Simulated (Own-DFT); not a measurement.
# What random displacements cost in 3C SiC, 64 atoms (C32Si32)

All numbers below are calculated, not measured. The program, named Own-DFT, is a retired in-house plane-wave density functional code that no person has reviewed. Each row is one single-point run on a periodic cell that was not relaxed, without spin or spin-orbit coupling.

Settings of every run: PBE; PseudoDojo norm-conserving scalar-relativistic files; cutoff 42 hartree; 4 x 4 x 4 k mesh centred on Gamma; Fermi-Dirac smearing of 0.1 eV.

Known limits, some of them of some rows only: some atoms lie very close together; forces on such cells passed a denser k mesh, each cell not checked; stress not checked against mesh or cutoff.

Cell vectors in Å: (8.719, 0.000, 0.000); (0.000, 8.719, 0.000); (0.000, 0.000, 8.719). In each run every atom was moved at random and independently from its ideal site; u is the rms move along one axis. E is the free energy for each atom above the fitted value at u = 0, and F the rms of the force components.

```
run   u (Å)  E (meV/atom)  F (eV/Å)  largest force (eV/Å)  P (GPa)
  1  0.0287          29.2     0.848                  3.09     3.68
  2  0.0289             ?         ?                     ?        ?
  3  0.0305          31.6     0.865                  3.07     3.80
  4  0.0577         146.2     2.014                  8.51     6.46
  5  0.0600         138.5     1.901                  7.39     6.34
  6  0.0961         313.5     2.783                 10.34    10.55
  7  0.0968         339.0     2.768                  7.32    11.19
  8  0.1087         397.3     3.063                 12.64    11.97
  9  0.1547         854.2     5.701                 27.30    24.37
```

## Worked fit

For small independent moves the energy grows as E = (3/2) K u², with K the mean stiffness felt by one atom. The runs with u up to 0.11 Å give K = 24.4 ± 1.4 eV/Å², with residuals divided by u² + 0.0006 Å², since the noise grows with the moves. The scatter is 10.6 meV/atom at u = 0.05 Å. The forces follow F = G u with G = 30.1 eV/Å²; no force at u = 0 is resolved. G exceeds K because the moves of its neighbours add to the force on an atom, and stiffness differs between atoms. At u = 0.155 Å the parabola gives 876 meV/atom and the run 854. The pressure follows P = 3.38 + 777 u² GPa: at fixed volume, shortened bonds push harder than stretched ones pull.

## Withheld run

Question: what energy and rms force should run 2 give?

The fit gives 31 ± 5 meV/atom and about 0.87 eV/Å. The calculation gave 32.6 meV/atom and 0.901 eV/Å.
